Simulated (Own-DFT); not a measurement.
Al3GaN4 (wurtzite random alloy, strained, atoms displaced) (calculated)

All values are calculated (Own-DFT development build). A calculation, not a measurement: plane-wave PBE density functional theory by an unreviewed code, no spin, of a simulated periodic cell, stress positive in tension, free energy of the whole cell less one offset for each atom, forces on such cells passed a denser k mesh, this cell's mesh not checked; offsets are fitted by least squares, one for each functional and potential file, so energies compare only between cells with the same atoms and settings and are not formation energies; the far tail of each file's local potential was reset to the Coulomb form; each entry is a single point on an unrelaxed cell, so the pressure reflects the starting lattice, mostly measured values, from which strain is counted, and rises with the displacements; printed positions are rounded, which can move forces by about a meV/angstrom; the program is a retired in-house code; no spin-orbit coupling.

## Al3GaN4 (wurtzite random alloy, strained, atoms displaced)

```
Al3GaN4
1.0
      9.1354     0.0000     0.0000
     -4.5677     7.9115     0.0000
      0.0000     0.0000    10.0655
Al N Al N Ga Al N Al Ga N Ga Al N Al N Al N Al N Al N Ga Al N Al Ga N Al N Ga Al N Al N Al Ga N Al N Al Ga N Al Ga N
2 2 2 2 1 1 2 1 1 2 1 1 2 2 2 2 2 2 2 2 2 1 1 2 1 1 2 2 2 1 1 2 2 2 1 1 2 2 2 1 1 2 1 1 2
Direct
  0.10890 0.21460 0.00239
  0.21950 0.10619 0.25281
  0.11801 0.21882 0.19303
  0.21704 0.11481 0.43130
  0.11790 0.22653 0.50005
  0.22237 0.11935 0.74914
  0.11184 0.21323 0.68948
  0.22086 0.11750 0.94180
  0.11938 0.56458 0.99519
  0.22641 0.44651 0.24684
  0.10256 0.54485 0.19094
  0.21694 0.45144 0.44940
  0.12347 0.55742 0.49560
  0.22261 0.44587 0.74427
  0.12286 0.56745 0.68804
  0.22448 0.44315 0.94019
  0.10697 0.88719 0.99521
  0.23597 0.78359 0.24707
  0.10339 0.89140 0.19588
  0.22051 0.76831 0.43958
  0.11930 0.89870 0.50385
  0.23555 0.78883 0.74532
  0.11376 0.88648 0.68736
  0.22217 0.78500 0.93824
  0.44162 0.21667 0.99499
  0.55411 0.10595 0.25106
  0.44003 0.22571 0.18637
  0.55698 0.10744 0.43835
  0.42854 0.21158 0.50136
  0.56690 0.11879 0.75308
  0.43577 0.22667 0.69306
  0.54892 0.11335 0.93474
  0.43613 0.54923 0.00006
  0.55255 0.43951 0.25199
  0.44182 0.54912 0.19460
  0.55830 0.44501 0.44416
  0.44352 0.55987 0.49964
  0.56338 0.44863 0.75060
  0.44130 0.55591 0.68963
  0.55781 0.45235 0.94270
  0.43930 0.88517 0.00785
  0.55696 0.78257 0.24793
  0.44264 0.88697 0.19500
  0.55238 0.78502 0.43685
  0.44566 0.88866 0.50378
  0.56256 0.78933 0.75510
  0.45151 0.88854 0.69736
  0.54906 0.77923 0.92861
  0.78617 0.22601 0.99866
  0.88612 0.12032 0.24765
  0.78178 0.22683 0.18765
  0.88350 0.11016 0.43858
  0.78294 0.22713 0.49751
  0.88504 0.10458 0.75079
  0.77537 0.22168 0.69899
  0.88622 0.10219 0.94928
  0.76533 0.54591 0.99387
  0.88791 0.44185 0.24764
  0.77955 0.56103 0.18477
  0.88941 0.44310 0.43128
  0.78261 0.55927 0.50373
  0.90095 0.45582 0.73891
  0.77719 0.54986 0.69143
  0.87734 0.44523 0.94441
  0.78040 0.89069 0.00008
  0.88944 0.78286 0.25307
  0.77379 0.89994 0.18203
  0.88904 0.77344 0.44218
  0.77951 0.89614 0.49607
  0.88985 0.77698 0.74918
  0.78141 0.88139 0.68619
  0.89351 0.77247 0.93780
```

```
functional                        : PBE
potential files                   : PseudoDojo norm-conserving, scalar-relativistic, standard set with the stringent files for Ga
wave cutoff                       : 96 hartree
occupations                       : Gaussian
smearing width                    : 0.01 eV
k mesh                            : 4 x 4 x 3 centred on Gamma
free energy of cell above offsets : -18.892 eV
pressure                          : 19.87 GPa
stress xx                         : -26.8 GPa
stress yy                         : -22.65 GPa
stress zz                         : -10.16 GPa
stress yz                         : 0.84 GPa
stress xz                         : 1.15 GPa
stress xy                         : 0.78 GPa
```

Force:
```tsv
element	x (eV/Å)	y (eV/Å)	z (eV/Å)
Al	-0.702	1.58	1.024
Al	0.418	0.789	-1.306
N	-2.126	0.784	-0.401
N	0.773	-0.711	1.657
Al	-1.878	-0.151	0.066
Al	1.347	-2.291	1.838
N	-2.909	0.698	-1.285
N	0.93	-0.514	-1.691
Ga	-1.501	-1.711	0.959
Al	-1.129	-1.154	1.052
N	2.89	2.958	-0.679
N	3.642	-3.621	-3.093
Al	-5.185	0.969	1.682
Ga	0.211	-0.795	1.401
N	-1.391	-0.187	-0.855
N	-0.8	-1.437	-0.276
Ga	0.183	1.313	2.073
Al	-4.351	-2.544	1.53
N	3.687	-0.033	-1.232
N	-0.227	3.14	-0.48
Al	-0.41	-2.087	-1.093
Al	-0.934	-0.68	1.228
N	0.705	1.753	-0.079
N	1.947	0.251	-1.091
Al	-0.873	1.725	1.143
Al	-0.48	2.038	-0.14
N	1.387	-1.697	0.11
N	-1.109	0.536	0.49
Al	2.156	2.031	0.205
Al	-3.023	-1.169	0.016
N	2.354	-0.469	-0.971
N	1.356	-1.404	0.939
Al	1.2	1.437	0.428
Al	1.119	1.014	0.374
N	0.078	0.933	-1.398
N	0.154	-1.114	-0.772
Ga	1.094	0.118	0.53
Al	-2.035	-0.231	0.34
N	2.351	1.543	0.493
N	-1.682	-2.114	-1.629
Al	0.484	1.181	-1.708
Ga	1.175	-1.621	0.884
N	-0.033	1.718	-2.54
N	1.542	0.204	0.535
Al	-0.661	0.096	0.434
Al	1.014	-2.385	-1.811
N	-0.598	2.153	-2.19
N	0.787	-0.234	3.865
Ga	-1.58	-0.501	0.131
Al	2.163	-0.754	0.525
N	-1.662	-2.291	0.068
N	1.258	1.22	-0.366
Al	-0.906	-0.276	0.778
Al	0.609	0.308	0.421
N	2.389	1.364	-2.156
N	0.95	1.319	-2.831
Al	1.263	2.459	2.331
Ga	-1.869	1.463	0.077
N	-1.346	-1.062	-0.265
N	0.263	0.616	3.186
Al	-0.097	-1.194	-0.64
Al	-0.016	-1.271	2.288
N	0.227	0.185	-1.283
N	2.576	0.637	-2.739
Al	-0.291	-2.628	-0.204
Ga	-1.461	-1.139	0.106
N	1.166	0.129	0.468
N	-0.381	1.863	0.909
Al	0.382	-1.874	0.505
Ga	1.117	-0.56	0.66
N	-2.511	1.897	-0.633
N	-3.188	-0.521	0.087
```
